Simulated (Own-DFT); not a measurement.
GaN (wurtzite, strained, atoms displaced) (calculated)

All values are calculated (Own-DFT development build). A calculation, not a measurement: plane-wave PBE density functional theory by an unreviewed code, no spin, of a simulated periodic cell, stress positive in tension, free energy of the whole cell less one offset for each atom, forces on such cells passed a denser k mesh, this cell's mesh not checked; offsets are fitted by least squares, one for each functional and potential file, so energies compare only between cells with the same atoms and settings and are not formation energies; the far tail of each file's local potential was reset to the Coulomb form; each entry is a single point on an unrelaxed cell, so the pressure reflects the starting lattice, mostly measured values (interpolated for alloys), from which strain is counted, and rises with the displacements; printed positions are rounded, which can move forces by about a meV/angstrom; the program, named Own-DFT, is a retired in-house code; no spin-orbit coupling.

Settings shared by all entries: functional PBE; potential files PseudoDojo norm-conserving, scalar-relativistic, standard set with the stringent files for Ga; wave cutoff 96 hartree; occupations Gaussian; smearing width 0.01 eV; k mesh 3 x 4 x 3 centred on Gamma.

(1) GaN (wurtzite, strained, atoms displaced)

```cif
# cell vector a (Å): 12.7560 0.0000 0.0000
# cell vector b (Å): -4.7835 8.2853 0.0000
# cell vector c (Å): 0.0000 0.0000 10.2144
data_GaN
_symmetry_space_group_name_H-M 'P 1'
_symmetry_Int_Tables_number 1
_cell_length_a 12.7560
_cell_length_b 9.5670
_cell_length_c 10.2144
_cell_angle_alpha 90.000
_cell_angle_beta 90.000
_cell_angle_gamma 120.000
_cell_volume 1079.53
loop_
_atom_site_label
_atom_site_type_symbol
_atom_site_fract_x
_atom_site_fract_y
_atom_site_fract_z
_atom_site_occupancy
Ga1 Ga 0.08965 0.22609 0.00547 1
Ga2 Ga 0.16447 0.10526 0.25978 1
N1 N 0.08506 0.22945 0.19454 1
N2 N 0.16778 0.10987 0.44184 1
Ga3 Ga 0.08692 0.23328 0.50315 1
Ga4 Ga 0.16489 0.11087 0.74676 1
N3 N 0.08994 0.22680 0.68598 1
N4 N 0.16838 0.10587 0.93362 1
Ga5 Ga 0.08934 0.55107 0.99761 1
Ga6 Ga 0.16375 0.44403 0.25180 1
N5 N 0.07777 0.54468 0.19198 1
N6 N 0.17271 0.43716 0.44236 1
Ga7 Ga 0.08118 0.55520 0.50089 1
Ga8 Ga 0.16929 0.45239 0.75559 1
N7 N 0.07955 0.54427 0.68671 1
N8 N 0.15821 0.43821 0.93803 1
Ga9 Ga 0.07997 0.88717 0.99713 1
Ga10 Ga 0.16650 0.77225 0.25302 1
N9 N 0.08588 0.88574 0.18507 1
N10 N 0.17274 0.77561 0.43318 1
Ga11 Ga 0.09231 0.88936 0.50465 1
Ga12 Ga 0.16022 0.77099 0.75279 1
N11 N 0.07852 0.89118 0.68219 1
N12 N 0.16519 0.76992 0.93847 1
Ga13 Ga 0.32667 0.21812 0.99708 1
Ga14 Ga 0.41374 0.11473 0.24930 1
N13 N 0.33488 0.22606 0.18395 1
N14 N 0.41168 0.10711 0.44103 1
Ga15 Ga 0.33715 0.22609 0.50159 1
Ga16 Ga 0.42228 0.10433 0.75382 1
N15 N 0.33680 0.23007 0.67694 1
N16 N 0.42210 0.11574 0.93430 1
Ga17 Ga 0.33829 0.55783 0.99606 1
Ga18 Ga 0.42034 0.44260 0.25439 1
N17 N 0.33428 0.55834 0.19292 1
N18 N 0.42230 0.44639 0.44439 1
Ga19 Ga 0.33343 0.55658 0.50039 1
Ga20 Ga 0.41453 0.44031 0.74624 1
N19 N 0.33818 0.55649 0.68278 1
N20 N 0.42081 0.44737 0.94169 1
Ga21 Ga 0.32842 0.88388 0.00048 1
Ga22 Ga 0.42095 0.78223 0.24230 1
N21 N 0.33817 0.90161 0.19779 1
N22 N 0.42341 0.78805 0.43903 1
Ga23 Ga 0.32745 0.88623 0.49998 1
Ga24 Ga 0.42204 0.77397 0.73821 1
N23 N 0.33847 0.88604 0.69104 1
N24 N 0.41378 0.77424 0.93010 1
Ga25 Ga 0.58606 0.22449 0.00672 1
Ga26 Ga 0.66251 0.10382 0.24735 1
N25 N 0.57943 0.22868 0.19190 1
N26 N 0.66335 0.10624 0.44344 1
Ga27 Ga 0.58291 0.22554 0.50110 1
Ga28 Ga 0.67140 0.11061 0.75085 1
N27 N 0.57513 0.21480 0.68458 1
N28 N 0.67690 0.12654 0.93034 1
Ga29 Ga 0.58858 0.55983 0.99276 1
Ga30 Ga 0.66568 0.44048 0.24869 1
N29 N 0.58724 0.56951 0.18103 1
N30 N 0.66388 0.44782 0.43749 1
Ga31 Ga 0.58541 0.54014 0.50770 1
Ga32 Ga 0.66062 0.43720 0.74732 1
N31 N 0.59204 0.56050 0.69041 1
N32 N 0.67080 0.44666 0.93832 1
Ga33 Ga 0.57644 0.87932 0.99581 1
Ga34 Ga 0.67053 0.77990 0.25492 1
N33 N 0.58344 0.89157 0.19068 1
N34 N 0.65737 0.77657 0.43577 1
Ga35 Ga 0.58518 0.88856 0.49408 1
Ga36 Ga 0.66471 0.76569 0.74249 1
N35 N 0.57581 0.88192 0.68889 1
N36 N 0.66899 0.77522 0.94221 1
Ga37 Ga 0.83332 0.22180 0.99717 1
Ga38 Ga 0.91555 0.10735 0.24919 1
N37 N 0.84120 0.22821 0.18089 1
N38 N 0.91997 0.10858 0.43515 1
Ga39 Ga 0.84430 0.23981 0.50536 1
Ga40 Ga 0.92087 0.11816 0.74877 1
N39 N 0.83808 0.22069 0.68827 1
N40 N 0.91917 0.10484 0.94143 1
Ga41 Ga 0.82912 0.55094 0.99798 1
Ga42 Ga 0.91998 0.44508 0.26258 1
N41 N 0.83743 0.56241 0.18420 1
N42 N 0.91249 0.42964 0.44846 1
Ga43 Ga 0.82967 0.55172 0.50132 1
Ga44 Ga 0.91200 0.43656 0.75211 1
N43 N 0.83592 0.55228 0.67585 1
N44 N 0.91478 0.44720 0.94286 1
Ga45 Ga 0.83502 0.88335 0.00583 1
Ga46 Ga 0.91384 0.77780 0.24561 1
N45 N 0.82980 0.89108 0.19392 1
N46 N 0.90954 0.77721 0.43551 1
Ga47 Ga 0.83692 0.89263 0.50751 1
Ga48 Ga 0.92332 0.77587 0.75477 1
N47 N 0.83764 0.89262 0.68608 1
N48 N 0.91407 0.76913 0.93811 1
```

| Quantity | Value |
| --- | --- |
| free energy of cell above offsets | -2.607 eV |
| pressure | 10.56 GPa |
| stress xx | -6.36 GPa |
| stress yy | -9.72 GPa |
| stress zz | -15.58 GPa |
| stress yz | -0.23 GPa |
| stress xz | 0.27 GPa |
| stress xy | -0.28 GPa |

Force:
```
element  x (eV/Å)  y (eV/Å)  z (eV/Å)
     Ga    -0.706     -1.33    -0.149
     Ga     0.045     0.645    -1.539
      N     0.847    -1.581    -0.581
      N     0.006     0.018     0.702
     Ga      0.27    -2.728    -0.619
     Ga     0.915     0.662     -0.59
      N    -0.904     0.357     1.279
      N    -1.072     0.093     0.221
     Ga    -2.988     0.285     1.325
     Ga     1.318     0.454     0.416
      N     0.448      1.66    -0.284
      N    -1.836     2.242    -0.918
     Ga     1.255    -0.292    -0.283
     Ga      1.06    -0.915    -1.555
      N    -0.554      1.26     0.511
      N     2.618     0.172     0.137
     Ga     0.719    -0.463     0.447
     Ga     0.012     0.246    -1.934
      N    -0.588     0.233     0.551
      N    -1.926    -1.082     1.574
     Ga    -1.686    -0.188    -2.398
     Ga      1.06     0.516    -0.996
      N       1.8    -0.386     1.966
      N    -0.609     0.547     0.295
     Ga     1.823     0.783     0.076
     Ga      0.02     0.623      0.87
      N    -0.785    -0.354     0.724
      N     0.463     0.633    -0.449
     Ga    -0.368    -0.441    -1.991
     Ga    -1.981    -0.143    -1.054
      N     0.173    -1.552     3.556
      N    -0.586    -0.636     1.759
     Ga    -0.501    -0.435     1.001
     Ga    -0.216     1.013     -0.65
      N    -0.112    -0.364    -0.803
      N    -0.428    -0.028    -0.568
     Ga     1.141     1.028    -1.303
     Ga     0.424     0.488     0.599
      N    -0.813    -0.643     1.513
      N    -0.495    -0.793    -1.207
     Ga     0.787     1.094     0.121
     Ga    -0.816    -0.389     1.684
      N    -0.187     -2.23    -1.901
      N    -1.479    -1.476    -0.449
     Ga     2.544      0.79     0.391
     Ga    -2.067    -0.502     1.116
      N    -1.975    -0.544    -0.258
      N    -0.267      0.25     0.784
     Ga    -0.103    -0.016    -1.238
     Ga     0.563     1.932     0.841
      N     1.172    -1.246    -0.106
      N     0.594     2.054    -0.683
     Ga     0.092    -1.402    -1.137
     Ga    -0.801    -0.692    -1.681
      N     2.114     1.258     0.584
      N    -1.376    -1.816     1.761
     Ga    -0.224    -0.785     0.998
     Ga    -0.321      2.19    -0.403
      N      0.48      -1.7     0.965
      N     2.306     -1.47    -0.606
     Ga    -2.639     2.849    -1.019
     Ga     1.558    -0.097     0.541
      N    -1.033    -2.485    -0.067
      N    -0.976    -0.827    -0.653
     Ga     1.041     1.176     0.087
     Ga    -1.075    -0.407    -0.522
      N     0.616    -0.402    -1.534
      N     2.625    -0.998     1.455
     Ga     -0.72     0.281     1.201
     Ga    -0.094     3.624     1.366
      N     3.389     1.726    -0.461
      N    -0.412     1.082    -1.345
     Ga     1.301     0.307     0.099
     Ga    -0.175     1.076    -0.005
      N    -1.271    -0.532     1.823
      N    -0.586     1.033      1.13
     Ga    -0.248    -7.367     0.199
     Ga     1.152    -1.221     0.716
      N    -0.958     0.022     0.495
      N     0.029     0.607    -0.212
     Ga     1.032     0.171     0.524
     Ga    -1.217    -0.637    -2.105
      N    -0.069    -1.411      1.31
      N    -0.301     6.149    -2.323
     Ga     0.004     1.061    -2.382
     Ga    -0.063     0.831     0.365
      N    -0.455     -0.09     3.666
      N     1.271    -0.156    -0.976
     Ga    -0.784     0.569    -0.782
     Ga     0.458     0.347     0.791
      N     1.261    -0.141    -0.965
      N     1.927    -0.548     0.254
     Ga    -0.888    -0.252     -2.12
     Ga    -2.093    -0.539    -1.418
      N    -0.048    -0.491     2.076
      N      0.14      0.79     0.349
```

(2) GaN (wurtzite, strained, atoms displaced)

```cif
# cell vector a (Å): 12.7560 0.0000 0.0000
# cell vector b (Å): -4.7835 8.2853 0.0000
# cell vector c (Å): 0.0000 0.0000 10.2144
data_GaN
_symmetry_space_group_name_H-M 'P 1'
_symmetry_Int_Tables_number 1
_cell_length_a 12.7560
_cell_length_b 9.5670
_cell_length_c 10.2144
_cell_angle_alpha 90.000
_cell_angle_beta 90.000
_cell_angle_gamma 120.000
_cell_volume 1079.53
loop_
_atom_site_label
_atom_site_type_symbol
_atom_site_fract_x
_atom_site_fract_y
_atom_site_fract_z
_atom_site_occupancy
Ga1 Ga 0.08471 0.22846 0.99041 1
Ga2 Ga 0.16750 0.10953 0.25085 1
N1 N 0.08717 0.22284 0.18864 1
N2 N 0.16779 0.11984 0.44021 1
Ga3 Ga 0.08402 0.21825 0.49956 1
Ga4 Ga 0.16808 0.09745 0.74951 1
N3 N 0.09087 0.22366 0.68024 1
N4 N 0.17000 0.11997 0.93920 1
Ga5 Ga 0.08403 0.55671 0.99503 1
Ga6 Ga 0.17287 0.45296 0.25292 1
N5 N 0.08972 0.55900 0.19124 1
N6 N 0.16132 0.43141 0.43189 1
Ga7 Ga 0.08429 0.55556 0.49613 1
Ga8 Ga 0.16690 0.45333 0.74071 1
N7 N 0.08671 0.56255 0.69192 1
N8 N 0.16169 0.43553 0.93597 1
Ga9 Ga 0.08301 0.89507 0.00003 1
Ga10 Ga 0.16070 0.76913 0.25478 1
N9 N 0.08723 0.89591 0.18209 1
N10 N 0.16032 0.77325 0.44002 1
Ga11 Ga 0.08309 0.88728 0.49639 1
Ga12 Ga 0.16965 0.77491 0.74763 1
N11 N 0.07823 0.89223 0.68738 1
N12 N 0.16450 0.77236 0.93927 1
Ga13 Ga 0.33428 0.21865 0.00488 1
Ga14 Ga 0.41175 0.10847 0.25150 1
N13 N 0.32424 0.21897 0.18663 1
N14 N 0.42380 0.11557 0.44859 1
Ga15 Ga 0.33407 0.22781 0.49798 1
Ga16 Ga 0.41462 0.10870 0.75232 1
N15 N 0.33080 0.21480 0.68920 1
N16 N 0.41805 0.10929 0.94258 1
Ga17 Ga 0.33297 0.55163 0.00788 1
Ga18 Ga 0.41984 0.44761 0.24717 1
N17 N 0.33266 0.55351 0.18737 1
N18 N 0.41407 0.44224 0.44194 1
Ga19 Ga 0.33346 0.55910 0.49819 1
Ga20 Ga 0.41751 0.44983 0.74748 1
N19 N 0.33251 0.55605 0.69768 1
N20 N 0.40856 0.44528 0.93484 1
Ga21 Ga 0.33634 0.88924 0.00586 1
Ga22 Ga 0.41813 0.77797 0.24893 1
N21 N 0.33362 0.88552 0.18214 1
N22 N 0.41556 0.77724 0.44490 1
Ga23 Ga 0.33768 0.89322 0.49517 1
Ga24 Ga 0.41666 0.77998 0.75264 1
N23 N 0.33723 0.88758 0.69301 1
N24 N 0.42003 0.76896 0.94516 1
Ga25 Ga 0.58949 0.22866 0.99837 1
Ga26 Ga 0.65696 0.09571 0.24030 1
N25 N 0.58128 0.23071 0.18614 1
N26 N 0.67269 0.11386 0.43548 1
Ga27 Ga 0.58428 0.22072 0.49826 1
Ga28 Ga 0.67008 0.10072 0.75772 1
N27 N 0.58675 0.23370 0.68475 1
N28 N 0.67149 0.10983 0.93811 1
Ga29 Ga 0.58100 0.54318 0.99330 1
Ga30 Ga 0.66744 0.44159 0.24749 1
N29 N 0.58233 0.54342 0.18499 1
N30 N 0.66917 0.44234 0.43574 1
Ga31 Ga 0.57793 0.54738 0.50992 1
Ga32 Ga 0.67404 0.45484 0.75554 1
N31 N 0.58351 0.54655 0.68694 1
N32 N 0.67061 0.44044 0.93886 1
Ga33 Ga 0.58179 0.89195 0.00242 1
Ga34 Ga 0.67142 0.76893 0.25567 1
N33 N 0.58423 0.88715 0.17949 1
N34 N 0.67489 0.79080 0.44310 1
Ga35 Ga 0.58323 0.88411 0.49672 1
Ga36 Ga 0.66586 0.78160 0.74375 1
N35 N 0.58397 0.89469 0.68283 1
N36 N 0.66251 0.78176 0.93252 1
Ga37 Ga 0.83255 0.22650 0.00072 1
Ga38 Ga 0.91423 0.11343 0.25839 1
N37 N 0.83590 0.22748 0.18450 1
N38 N 0.91946 0.11309 0.44486 1
Ga39 Ga 0.83410 0.22297 0.50333 1
Ga40 Ga 0.91054 0.09301 0.75290 1
N39 N 0.83751 0.22529 0.68366 1
N40 N 0.91815 0.10361 0.94137 1
Ga41 Ga 0.83690 0.55761 0.00107 1
Ga42 Ga 0.91946 0.44117 0.25522 1
N41 N 0.83934 0.55589 0.18709 1
N42 N 0.91614 0.44475 0.43394 1
Ga43 Ga 0.83196 0.55802 0.50711 1
Ga44 Ga 0.92613 0.45604 0.74859 1
N43 N 0.83099 0.55801 0.69202 1
N44 N 0.91603 0.43814 0.92908 1
Ga45 Ga 0.82379 0.86878 0.00088 1
Ga46 Ga 0.91318 0.77349 0.25133 1
N45 N 0.82593 0.87852 0.17815 1
N46 N 0.91950 0.78015 0.44099 1
Ga47 Ga 0.83282 0.88295 0.50030 1
Ga48 Ga 0.92099 0.78177 0.75347 1
N47 N 0.82994 0.89292 0.68225 1
N48 N 0.91568 0.77729 0.94383 1
```

| Property | Result |
| --- | --- |
| free energy of cell above offsets | -3.537 eV |
| pressure | 10.16 GPa |
| stress xx | -6.87 GPa |
| stress yy | -8.04 GPa |
| stress zz | -15.58 GPa |
| stress yz | -0.36 GPa |
| stress xz | 0.2 GPa |
| stress xy | -0.54 GPa |

Force:
```
element  x (eV/Å)  y (eV/Å)  z (eV/Å)
     Ga    -0.113    -1.886     1.761
     Ga    -1.645     0.209     0.027
      N    -1.059     0.224    -0.044
      N     1.719    -1.927     -0.62
     Ga    -0.787     0.168     0.027
     Ga    -1.136      2.91     0.435
      N    -0.795    -0.213     2.167
      N     0.577    -1.359    -0.414
     Ga     0.267    -1.008     0.764
     Ga    -0.406    -2.007    -1.527
      N    -0.855    -0.773    -0.763
      N     0.163     2.315     2.025
     Ga    -0.073    -1.158     0.264
     Ga     0.988    -2.517     1.366
      N    -0.182    -0.185    -1.877
      N     0.126     2.907    -0.518
     Ga      0.65     0.145    -0.706
     Ga    -0.061     1.535    -1.525
      N    -0.142    -1.499     2.002
      N     1.488     0.947     0.267
     Ga    -0.335      1.36     0.507
     Ga    -0.599     1.594       0.7
      N     1.655    -1.809    -0.504
      N     -0.01     1.408    -0.345
     Ga    -0.577     0.467    -1.572
     Ga     0.253     0.453    -0.195
      N     2.182     0.901     1.269
      N    -1.886    -0.736    -2.007
     Ga     0.124    -1.338     0.974
     Ga     1.014     1.003    -0.455
      N     0.323     1.003    -0.216
      N     0.281     0.252    -0.135
     Ga    -1.112    -0.193    -2.054
     Ga    -0.319    -0.904     0.333
      N     0.828     0.792     1.672
      N     0.251     1.318    -0.773
     Ga    -0.517    -1.281     0.876
     Ga    -0.056    -1.593     0.363
      N     0.238     0.875    -1.964
      N     2.304    -0.894     0.689
     Ga    -0.169      -0.7    -2.537
     Ga     0.003    -0.127    -0.154
      N    -0.361     0.186     3.359
      N     0.341     0.078    -1.542
     Ga    -0.887    -0.215     1.246
     Ga     0.935    -0.404     0.553
      N    -1.039     0.181    -1.023
      N    -1.538     0.989    -0.753
     Ga    -0.353    -1.623    -0.099
     Ga     0.573     2.851     1.383
      N     0.572    -2.122      0.11
      N     -1.04    -1.011    -0.668
     Ga     1.649      0.64     0.583
     Ga    -0.812      2.44    -2.257
      N     0.496    -1.144     1.507
      N    -1.195      0.13     1.089
     Ga    -1.261     1.247      0.01
     Ga     0.956     0.601     0.602
      N     -0.58     1.298     0.073
      N    -0.793     0.775     0.435
     Ga     1.052     0.382    -2.642
     Ga    -0.367    -2.077    -0.963
      N    -0.876     1.505     1.774
      N    -0.343     1.196     0.295
     Ga     0.796    -0.607    -1.815
     Ga     -1.18    -0.016    -0.889
      N     0.212    -1.533     2.658
      N    -0.769    -2.667    -0.809
     Ga    -0.311     1.801     0.044
     Ga    -0.144    -0.672     0.337
      N    -0.109     -1.29     0.618
      N     0.681    -1.413     0.172
     Ga      1.91    -0.775    -0.658
     Ga     1.046    -0.021    -1.673
      N    -0.533    -0.957     0.923
      N    -0.493     -0.86    -0.637
     Ga     0.146    -0.038    -0.977
     Ga     0.559     3.646     0.031
      N    -0.023    -0.011     2.025
      N     -1.13     -0.39    -0.208
     Ga      0.76    -0.533    -0.277
     Ga    -0.167     0.353    -1.713
      N    -0.472    -0.364     0.426
      N     0.013     0.415     2.333
     Ga     0.402    -0.562    -1.281
     Ga    -1.286    -1.927    -0.853
      N     1.526     0.975     0.053
      N    -0.373      1.17     1.751
     Ga    -0.658     2.143    -1.531
     Ga       0.6     0.772    -0.723
      N     0.724     0.747     3.109
      N    -0.397    -0.597    -0.459
     Ga      0.69     1.697     -0.34
     Ga    -1.321    -0.357    -0.101
      N     0.948    -2.314     0.894
      N     0.625    -0.395    -1.085
```
